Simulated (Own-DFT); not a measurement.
# Computed records: Hf₁₆O₃₁ (monoclinic hafnia with two neutral oxygen vacancies, strained, atoms displaced), Hf₁₆O₃₁ (monoclinic hafnia with two neutral oxygen vacancies, atoms displaced)

A calculation, not a measurement: plane-wave PBE and HSE06 DFT by an unreviewed code, no spin, of a simulated cell at Gamma alone, so results move with cell size and shape, stress positive in tension, energies less offsets, not probed for a lower state with spin; hafnium file: forces about 75 meV/angstrom off all-electron values; oxygen file: force components 24 meV/angstrom off all-electron in a glass; k mesh not checked against a denser one; forces and stress are PBE's, HSE06 gives the energy alone, and its difference from PBE has offsets of its own; offsets are fitted by least squares, one for each functional and potential file, so energies compare only between cells with the same atoms and settings and are not formation energies; the far tail of each file's local potential was reset to the Coulomb form; each entry is a single point on an unrelaxed cell, so the pressure reflects the starting lattice, mostly measured values, from which strain is counted, and rises with the displacements; printed positions are rounded, which can move forces by about a meV/angstrom; the program is a retired in-house code; no spin-orbit coupling. Program: Own-DFT development build.

Settings shared by all entries: first functional PBE; second functional HSE06; exact exchange share 0.25; screening 0.11 1/bohr; exchange divergence Gygi-Baldereschi; potential files PseudoDojo norm-conserving, scalar-relativistic, made for PBE, standard set; wave cutoff 48 hartree; occupations fixed; k mesh 1 x 1 x 1 centred on Gamma.

(1) Hf₁₆O₃₁ (monoclinic hafnia with two neutral oxygen vacancies, strained, atoms displaced)

```cif
# cell vector a (Å): 10.2722 0.0965 0.0147
# cell vector b (Å): 0.0976 10.2991 0.0266
# cell vector c (Å): -1.6868 0.0109 10.3985
data_Hf16O31
_symmetry_space_group_name_H-M 'P 1'
_symmetry_Int_Tables_number 1
_cell_length_a 10.2727
_cell_length_b 10.2996
_cell_length_c 10.5344
_cell_angle_alpha 89.882
_cell_angle_beta 99.131
_cell_angle_gamma 88.919
_cell_volume 1100.25
loop_
_atom_site_label
_atom_site_type_symbol
_atom_site_fract_x
_atom_site_fract_y
_atom_site_fract_z
_atom_site_occupancy
Hf1 Hf 0.14298 0.03754 0.10803 1
Hf2 Hf 0.35574 0.27119 0.13988 1
Hf3 Hf 0.36302 0.49016 0.39485 1
Hf4 Hf 0.13998 0.23058 0.35389 1
O1 O 0.02883 0.17843 0.16852 1
O2 O 0.45297 0.40553 0.08718 1
O3 O 0.46391 0.32720 0.32569 1
O4 O 0.04010 0.09449 0.41255 1
O5 O 0.21567 0.37388 0.22772 1
O6 O 0.27568 0.13442 0.01806 1
O7 O 0.28484 0.11212 0.25976 1
O8 O 0.22685 0.37539 0.47340 1
Hf5 Hf 0.12623 0.02380 0.60744 1
Hf6 Hf 0.34846 0.27512 0.64289 1
Hf7 Hf 0.35930 0.48934 0.89314 1
Hf8 Hf 0.14217 0.23894 0.85222 1
O9 O 0.04138 0.15462 0.67516 1
O10 O 0.46253 0.41615 0.58493 1
O11 O 0.47168 0.34353 0.82284 1
O12 O 0.01725 0.08784 0.93486 1
O13 O 0.22962 0.37218 0.74350 1
O14 O 0.26564 0.13633 0.51719 1
O15 O 0.28578 0.13035 0.76196 1
O16 O 0.23159 0.36345 0.99392 1
Hf9 Hf 0.13533 0.52199 0.09492 1
Hf10 Hf 0.35710 0.77821 0.15103 1
Hf11 Hf 0.36285 0.96905 0.40643 1
Hf12 Hf 0.14288 0.72104 0.34912 1
O17 O 0.04484 0.65847 0.16983 1
O18 O 0.46400 0.91517 0.07913 1
O19 O 0.45661 0.83389 0.31160 1
O20 O 0.03249 0.57639 0.42510 1
O21 O 0.23002 0.87946 0.24896 1
O22 O 0.27780 0.63396 0.01080 1
O23 O 0.27781 0.62537 0.26266 1
O24 O 0.22204 0.87654 0.49654 1
Hf13 Hf 0.14314 0.51836 0.60055 1
Hf14 Hf 0.36895 0.76081 0.65257 1
Hf15 Hf 0.37655 0.98096 0.89995 1
Hf16 Hf 0.13694 0.72917 0.86636 1
O25 O 0.03815 0.67715 0.68360 1
O26 O 0.45951 0.91569 0.57631 1
O27 O 0.46379 0.83164 0.82640 1
O28 O 0.04857 0.57326 0.92987 1
O29 O 0.22735 0.88540 0.75341 1
O30 O 0.28143 0.62703 0.52541 1
O31 O 0.28099 0.63695 0.77183 1
O32 O 0.23420 0.88745 0.98522 1
Hf17 Hf 0.65153 0.01772 0.10631 1
Hf18 Hf 0.87356 0.26299 0.14869 1
Hf19 Hf 0.87136 0.47703 0.39586 1
Hf20 Hf 0.62990 0.24486 0.34662 1
O33 O 0.54086 0.16584 0.17192 1
O34 O 0.96253 0.42305 0.09761 1
O35 O 0.96031 0.33442 0.33402 1
O36 O 0.51875 0.08665 0.42721 1
O37 O 0.73557 0.39294 0.23458 1
O38 O 0.77440 0.12500 0.00036 1
O39 O 0.78513 0.12253 0.25075 1
O40 O 0.72732 0.36648 0.49198 1
Hf21 Hf 0.63996 0.01206 0.59436 1
Hf22 Hf 0.86228 0.27775 0.65896 1
Hf23 Hf 0.85963 0.48462 0.89597 1
Hf24 Hf 0.63521 0.22993 0.83340 1
O41 O 0.52304 0.16952 0.67122 1
O42 O 0.97547 0.40393 0.57949 1
O43 O 0.97639 0.33290 0.83661 1
O44 O 0.53589 0.07849 0.91391 1
O45 O 0.73257 0.38090 0.74535 1
O46 O 0.79490 0.12108 0.51174 1
O47 O 0.78865 0.12901 0.76410 1
O48 O 0.71902 0.35769 0.99796 1
Hf25 Hf 0.64153 0.51255 0.09793 1
Hf26 Hf 0.85801 0.76090 0.14728 1
Hf27 Hf 0.85703 0.97261 0.40078 1
Hf28 Hf 0.62503 0.73998 0.34928 1
O49 O 0.54176 0.67357 0.17008 1
O50 O 0.97447 0.91902 0.07943 1
O51 O 0.96095 0.83505 0.32762 1
O52 O 0.54402 0.58566 0.42149 1
O53 O 0.72638 0.87397 0.24697 1
O54 O 0.79198 0.62991 0.00939 1
O55 O 0.77466 0.61454 0.26144 1
Hf29 Hf 0.64960 0.51233 0.60331 1
Hf30 Hf 0.85567 0.77134 0.64784 1
Hf31 Hf 0.87136 0.98146 0.90617 1
Hf32 Hf 0.62807 0.72976 0.85703 1
O56 O 0.53149 0.67470 0.67293 1
O57 O 0.95626 0.91560 0.57258 1
O58 O 0.95155 0.82126 0.84036 1
O59 O 0.53613 0.57475 0.91957 1
O60 O 0.73625 0.87782 0.73374 1
O61 O 0.78798 0.60900 0.75654 1
O62 O 0.71015 0.87399 0.99975 1
```

Results for Hf₁₆O₃₁ (monoclinic hafnia with two neutral oxygen vacancies, strained, atoms displaced): PBE energy of cell above offsets -80.022 eV; HSE06 less PBE above offsets 0.919 eV; PBE pressure 9.06 GPa; PBE stress xx -8.5 GPa; PBE stress yy -9.73 GPa; PBE stress zz -8.96 GPa; PBE stress yz -0.39 GPa; PBE stress xz 0.29 GPa; PBE stress xy 3.8 GPa.

Force:
```tsv
element	x (eV/Å)	y (eV/Å)	z (eV/Å)
Hf	-0.262	-3.005	-0.263
Hf	0.17	-2.287	2.381
Hf	1.72	-2.39	0.379
Hf	0.772	-0.052	-0.083
O	5.395	-2.731	0.862
O	3.752	4.362	-1.65
O	-1.933	2.424	0.93
O	-1.786	-2.253	0.996
O	0.503	0.681	0.999
O	-0.579	-0.868	-1.952
O	-1.329	0.964	0.49
O	-0.402	1.266	1.653
Hf	3.948	-3.526	-1.587
Hf	2.844	-2.06	-0.229
Hf	0.836	-2.484	1.163
Hf	1.342	-3.193	1.342
O	-3.391	4.271	2.236
O	0.974	1.513	-1.339
O	-0.986	0.821	0.483
O	4.096	2.633	-0.759
O	-1.713	2.923	-0.387
O	0.344	-0.427	-0.706
O	-0.738	-0.306	0.812
O	-1.022	1.755	-2.359
Hf	1.183	-3.262	2.987
Hf	0.503	-0.006	-3.945
Hf	-1.705	2.307	-1.322
Hf	-2.275	3.193	1.162
O	-1.951	2.529	1.258
O	1.134	0.513	0.351
O	1.023	0.883	3.254
O	2.136	1.708	0.185
O	-1.748	-0.446	-0.588
O	0.118	-0.237	0.52
O	0.726	-0.809	0.369
O	0.049	-1.905	-0.786
Hf	-2.28	0.918	1.018
Hf	-3.857	4.035	-0.497
Hf	-2.569	0.783	-0.773
Hf	0.194	3.292	-1.474
O	1.031	-1.917	-1.091
O	1.781	-0.696	1.281
O	1.263	-0.648	0.629
O	-2.074	0.018	-3.094
O	-0.407	0.019	-1.301
O	-0.335	-0.837	-2.276
O	-0.168	-2.032	-0.597
O	-2.025	-1.57	1.716
Hf	-1.844	2.31	0.008
Hf	-6.034	2.484	-1.491
Hf	-2.467	0.256	-0.251
Hf	1.656	-3.211	-0.645
O	-0.134	0.16	0.114
O	0.393	0.87	-1.97
O	1.56	-1.475	-0.269
O	2.533	0.575	0.106
O	-1.559	-2.056	1.566
O	-0.365	0.023	1.101
O	-0.719	-0.755	1.019
O	-0.109	1.031	0.813
Hf	-0.792	2.05	0.283
Hf	1.834	-3.235	-2.177
Hf	1.065	-1.862	2.345
Hf	-1.352	-1.256	3.243
O	1.788	-1.131	-0.785
O	0.397	0.914	0.417
O	-1.843	1.446	-0.59
O	1.751	1.161	0.551
O	-0.51	0.149	0.117
O	-2.104	0.726	0.449
O	-0.616	-0.37	-1.329
O	0.795	1.734	-1.638
Hf	-0.953	-0.078	1.542
Hf	1.141	1.931	1.344
Hf	0.619	1.647	-1.604
Hf	2.292	-1.359	0.206
O	-0.37	-0.841	-0.782
O	-1.147	-1.472	1.157
O	1.87	-1.947	-0.543
O	-0.986	-0.915	0.445
O	-0.403	0.431	-0.003
O	-1.589	-0.632	-0.791
O	0.55	1.672	-0.027
Hf	-1.899	1.645	-0.71
Hf	2.118	-1.073	-0.463
Hf	-1.865	-0.59	-0.45
Hf	1.344	0.501	-0.109
O	3.852	-2.543	0.373
O	0.118	-0.572	0.939
O	1.368	-0.766	0.081
O	0.841	1.044	-0.065
O	-2.764	0.735	0.28
O	-1.319	1.18	-0.782
O	1.553	-2.395	-1.426
```

(2) Hf₁₆O₃₁ (monoclinic hafnia with two neutral oxygen vacancies, atoms displaced)

```cif
# cell vector a (Å): 10.2340 0.0000 0.0000
# cell vector b (Å): 0.0000 10.3500 0.0000
# cell vector c (Å): -1.6955 0.0000 10.4453
data_Hf16O31
_symmetry_space_group_name_H-M 'P 1'
_symmetry_Int_Tables_number 1
_cell_length_a 10.2340
_cell_length_b 10.3500
_cell_length_c 10.5820
_cell_angle_alpha 90.000
_cell_angle_beta 99.220
_cell_angle_gamma 90.000
_cell_volume 1106.39
loop_
_atom_site_label
_atom_site_type_symbol
_atom_site_fract_x
_atom_site_fract_y
_atom_site_fract_z
_atom_site_occupancy
Hf1 Hf 0.14006 0.03144 0.09761 1
Hf2 Hf 0.36342 0.27400 0.16795 1
Hf3 Hf 0.36749 0.47697 0.38865 1
Hf4 Hf 0.14168 0.22240 0.36509 1
O1 O 0.03408 0.18140 0.19091 1
O2 O 0.46030 0.42071 0.07225 1
O3 O 0.47259 0.33637 0.31730 1
O4 O 0.03511 0.08074 0.41481 1
O5 O 0.21512 0.38229 0.23864 1
O6 O 0.26874 0.12735 0.01620 1
O7 O 0.27571 0.10784 0.24422 1
O8 O 0.23554 0.37273 0.48632 1
Hf5 Hf 0.12831 0.01775 0.60023 1
Hf6 Hf 0.36489 0.25576 0.64870 1
Hf7 Hf 0.36694 0.48379 0.89844 1
Hf8 Hf 0.12878 0.21938 0.84347 1
O9 O 0.04248 0.17419 0.67371 1
O10 O 0.47141 0.41812 0.57531 1
O11 O 0.46753 0.34084 0.82300 1
O12 O 0.04901 0.07866 0.92326 1
O13 O 0.23264 0.37231 0.74692 1
O14 O 0.27952 0.13728 0.50887 1
O15 O 0.27296 0.12650 0.76470 1
O16 O 0.22300 0.37149 0.98843 1
Hf9 Hf 0.14136 0.51658 0.09690 1
Hf10 Hf 0.35863 0.77027 0.15064 1
Hf11 Hf 0.36554 0.97257 0.38884 1
Hf12 Hf 0.14831 0.73450 0.35733 1
O17 O 0.03364 0.67271 0.18117 1
O18 O 0.47580 0.90643 0.07503 1
O19 O 0.46450 0.83794 0.32766 1
O20 O 0.04472 0.58457 0.42226 1
O21 O 0.22614 0.88079 0.25051 1
O22 O 0.27593 0.61599 0.26224 1
O23 O 0.23097 0.87183 0.48839 1
Hf13 Hf 0.14540 0.53052 0.59815 1
Hf14 Hf 0.36625 0.77943 0.66006 1
Hf15 Hf 0.35738 0.98223 0.88261 1
Hf16 Hf 0.13793 0.71867 0.84763 1
O24 O 0.04062 0.66453 0.67139 1
O25 O 0.44508 0.92010 0.57241 1
O26 O 0.45834 0.83214 0.83364 1
O27 O 0.22286 0.87386 0.73850 1
O28 O 0.26614 0.63308 0.51500 1
O29 O 0.27522 0.63085 0.76274 1
O30 O 0.22891 0.86357 0.98663 1
Hf17 Hf 0.62651 0.02533 0.10047 1
Hf18 Hf 0.86510 0.26881 0.15556 1
Hf19 Hf 0.87048 0.48672 0.39416 1
Hf20 Hf 0.63379 0.22895 0.34280 1
O31 O 0.54627 0.16346 0.19079 1
O32 O 0.95659 0.41821 0.09201 1
O33 O 0.95961 0.33525 0.32860 1
O34 O 0.54084 0.08710 0.42613 1
O35 O 0.71709 0.39044 0.22995 1
O36 O 0.77019 0.11398 0.99565 1
O37 O 0.79906 0.12470 0.27098 1
O38 O 0.72551 0.36403 0.50171 1
Hf21 Hf 0.65390 0.02921 0.61177 1
Hf22 Hf 0.86211 0.26348 0.66393 1
Hf23 Hf 0.86349 0.49547 0.90043 1
Hf24 Hf 0.64712 0.22793 0.86606 1
O39 O 0.54085 0.16365 0.66574 1
O40 O 0.98552 0.41709 0.57190 1
O41 O 0.95283 0.33375 0.82853 1
O42 O 0.52189 0.09858 0.91770 1
O43 O 0.73125 0.37528 0.74782 1
O44 O 0.77185 0.13255 0.51556 1
O45 O 0.76791 0.11270 0.76567 1
O46 O 0.72568 0.37826 0.99203 1
Hf25 Hf 0.63363 0.51870 0.10246 1
Hf26 Hf 0.86316 0.78251 0.14974 1
Hf27 Hf 0.86713 0.98187 0.39510 1
Hf28 Hf 0.63996 0.72667 0.35337 1
O47 O 0.53830 0.66751 0.15545 1
O48 O 0.96193 0.90972 0.07578 1
O49 O 0.96867 0.83700 0.32596 1
O50 O 0.53363 0.58071 0.42255 1
O51 O 0.72206 0.87655 0.23930 1
O52 O 0.78378 0.63967 0.00924 1
O53 O 0.77540 0.62261 0.25632 1
O54 O 0.73093 0.87614 0.48465 1
Hf29 Hf 0.63205 0.52182 0.59981 1
Hf30 Hf 0.85773 0.75466 0.65934 1
Hf31 Hf 0.86679 0.98248 0.89453 1
Hf32 Hf 0.64085 0.72803 0.86236 1
O55 O 0.54086 0.67745 0.69441 1
O56 O 0.96846 0.92134 0.58738 1
O57 O 0.96178 0.84450 0.81596 1
O58 O 0.52336 0.59638 0.92047 1
O59 O 0.73788 0.88058 0.74010 1
O60 O 0.78498 0.62704 0.50015 1
O61 O 0.77877 0.61901 0.76726 1
O62 O 0.71798 0.86922 0.98018 1
```

The calculation gives: PBE energy of cell above offsets -80.136 eV; HSE06 less PBE above offsets 0.924 eV; PBE pressure 8.54 GPa; PBE stress xx -8.59 GPa; PBE stress yy -7.26 GPa; PBE stress zz -9.76 GPa; PBE stress yz -0.96 GPa; PBE stress xz -1 GPa; PBE stress xy -0.66 GPa.

Force:
```tsv
element	x (eV/Å)	y (eV/Å)	z (eV/Å)
Hf	-1.122	-2.426	2.267
Hf	-2.017	-0.709	-5.82
Hf	-2.337	0.223	2.044
Hf	-0.469	2.826	-0.97
O	2.197	-2.893	-2.502
O	-0.165	-1.075	1.501
O	-0.667	1.709	1.942
O	0.721	-0.228	1.708
O	1.779	-1.411	0.767
O	2.046	0.735	-1.106
O	0.407	2.093	2.304
O	0.041	-0.151	-0.058
Hf	1.698	-1.041	-0.192
Hf	0.446	3.58	0.695
Hf	-1.716	-1.997	-1.695
Hf	2.53	5.351	2.824
O	-1.061	-1.184	-1.673
O	-0.656	-0.387	-0.159
O	1.289	-0.69	0.527
O	-2.823	-0.958	-0.672
O	-0.323	0.872	-1.162
O	-0.626	-1.638	-0.617
O	0.744	-1.433	-1.1
O	-0.349	0.181	0.764
Hf	-2.021	0.663	0.78
Hf	0.425	0.082	-1.735
Hf	-0.41	1.983	2.457
Hf	-1.829	-0.805	-0.584
O	1.12	-1.091	-1.188
O	-0.95	0.92	-0.077
O	1.837	-2.267	-0.758
O	-0.947	0.315	-0.774
O	-0.015	-0.361	-2.121
O	0.93	0.687	-0.763
O	-1.703	0.695	0.225
Hf	-0.668	-3.651	1.536
Hf	0.127	-1.195	-2.606
Hf	-0.387	-0.934	2.796
Hf	-0.858	1.529	1.715
O	-1.708	0.874	0.449
O	2.885	0.811	1.15
O	0.783	1.098	0.582
O	-0.688	1.9	-0.16
O	3.339	1.136	-0.864
O	0.477	-1.312	0.819
O	0.076	0.08	0.556
Hf	1.359	-2.81	-0.771
Hf	-0.671	1.72	-0.756
Hf	0.208	-1.119	0.753
Hf	4.258	0.505	6.774
O	-2.293	-0.92	-4.485
O	1.874	1.698	-1.64
O	0.607	-0.404	0.823
O	-0.709	-0.081	-0.717
O	0.147	-2.057	1.944
O	-0.1	1.737	2.709
O	-1.957	0.139	-1.173
O	0.287	1.421	-0.636
Hf	-2.045	-2.6	-2.796
Hf	-0.675	2.949	-4.103
Hf	0.164	-2.564	1.622
Hf	-1.306	2.802	-2.127
O	-0.759	0.796	1.302
O	-2.143	-1.046	0.33
O	2.088	-0.55	1.636
O	-0.206	-0.951	1.231
O	-1.279	0.84	-0.458
O	1.503	-0.506	0.219
O	1.822	1.701	-0.121
O	-0.294	-1.065	-0.583
Hf	1.534	0.851	-0.786
Hf	-0.265	-2.651	-0.043
Hf	-1.495	-1.688	0.485
Hf	1.395	1.004	-0.726
O	-1.829	1.357	2.198
O	1.838	2.762	-1.11
O	-0.184	0.643	1.013
O	0.799	1.207	-0.268
O	-0.36	1.338	-0.259
O	-0.518	-1.261	-0.227
O	-0.454	0.272	0.496
O	-0.816	-1.27	0.559
Hf	0.644	-1.734	0.933
Hf	1.189	2.255	-2.288
Hf	-0.744	-2.555	0.529
Hf	-0.238	0.905	0.692
O	0.466	-1.625	-3.432
O	-0.701	-0.37	-0.69
O	2.245	-1.881	1.164
O	1.046	-0.493	0.814
O	-1.619	-0.184	-0.342
O	-1.486	0.599	1.493
O	-0.077	0.558	-1.338
O	0.368	1.824	1.11
```
